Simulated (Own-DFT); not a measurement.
# Which defects push the lattice out? 2H SiC

Source: density functional calculations with Own-DFT, an unreviewed in-house program that is no longer used. Nothing was measured or relaxed, and spin and spin-orbit coupling are left out.

All runs used: PBE; PseudoDojo norm-conserving scalar-relativistic files; cutoff 42 hartree; 4 x 4 x 3 k mesh centred on Gamma; Fermi-Dirac smearing of 0.1 eV.

Keep in mind (not all hold for every row): some atoms lie very close together; not probed for a lower state with spin; forces on such cells passed a denser k mesh, each cell not checked; stress not checked against mesh or cutoff.

All runs share one cell, with vectors in Å (9.248, 0.000, 0.000); (-4.624, 8.009, 0.000); (0.000, 0.000, 10.068) and a volume of 745.7 Å³. u is the rms random offset of the atoms per axis. The defect's site can differ from row to row.

| cell | formula | u (Å) | P (GPa) |
|---|---|---|---|
| no defect | C36Si36 | 0.0298 | 3.91 |
| no defect | C36Si36 | 0.0595 | 6.21 |
| no defect | C36Si36 | 0.0603 | 6.47 |
| one Si on a C site | C35Si37 | 0.0289 | ? |
| one Si on a C site | C35Si37 | 0.0298 | 10.09 |
| one Si on a C site | C35Si37 | 0.0488 | 11.03 |
| one Si on a C site | C35Si37 | 0.0534 | 11.84 |
| one C on a Si site | C37Si35 | 0.0297 | 1.71 |
| one C on a Si site | C37Si35 | 0.0513 | 3.44 |
| one C on a Si site | C37Si35 | 0.0546 | 3.97 |
| one Al on a Si site and one N on a C site | AlC35NSi35 | 0.0304 | 4.02 |
| one Al on a Si site and one N on a C site | AlC35NSi35 | 0.0305 | 3.95 |
| one Al on a Si site and one N on a C site | AlC35NSi35 | 0.0495 | 5.56 |
| one C on a Si site and one Si on a C site | C36Si36 | 0.0305 | 7.59 |
| one C on a Si site and one Si on a C site | C36Si36 | 0.0306 | 7.64 |
| one C on a Si site and one Si on a C site | C36Si36 | 0.0536 | 9.14 |

## Analysis

P = P0 + c u² + a shift for each defect gives P0 = 3.09 GPa, c = 910 ± 45 GPa/Å² and a scatter of 0.17 GPa. The shifts, and each times the cell's volume:

- one Si on a C site: 6.05 ± 0.14 GPa, 28.1 eV
- one C on a Si site and one Si on a C site: 3.60 ± 0.14 GPa, 16.8 eV
- one Al on a Si site and one N on a C site: 0.11 ± 0.15 GPa, 0.5 eV (not resolved)
- one C on a Si site: -2.02 ± 0.14 GPa, -9.4 eV

A positive shift means that the defect pushes the cell outwards. Shift times volume (160.2 GPa Å³ is 1 eV) depends little on the cell's size, so, taken for each site, it can be compared between cells at like pressure. The atoms around the defects weren't relaxed, which would change these numbers.

## Check

Question: what pressure belongs in the blank (one Si on a C site, u = 0.0289 Å)?

Estimate: 9.89 ± 0.20 GPa. The hidden result is 10.34 GPa.
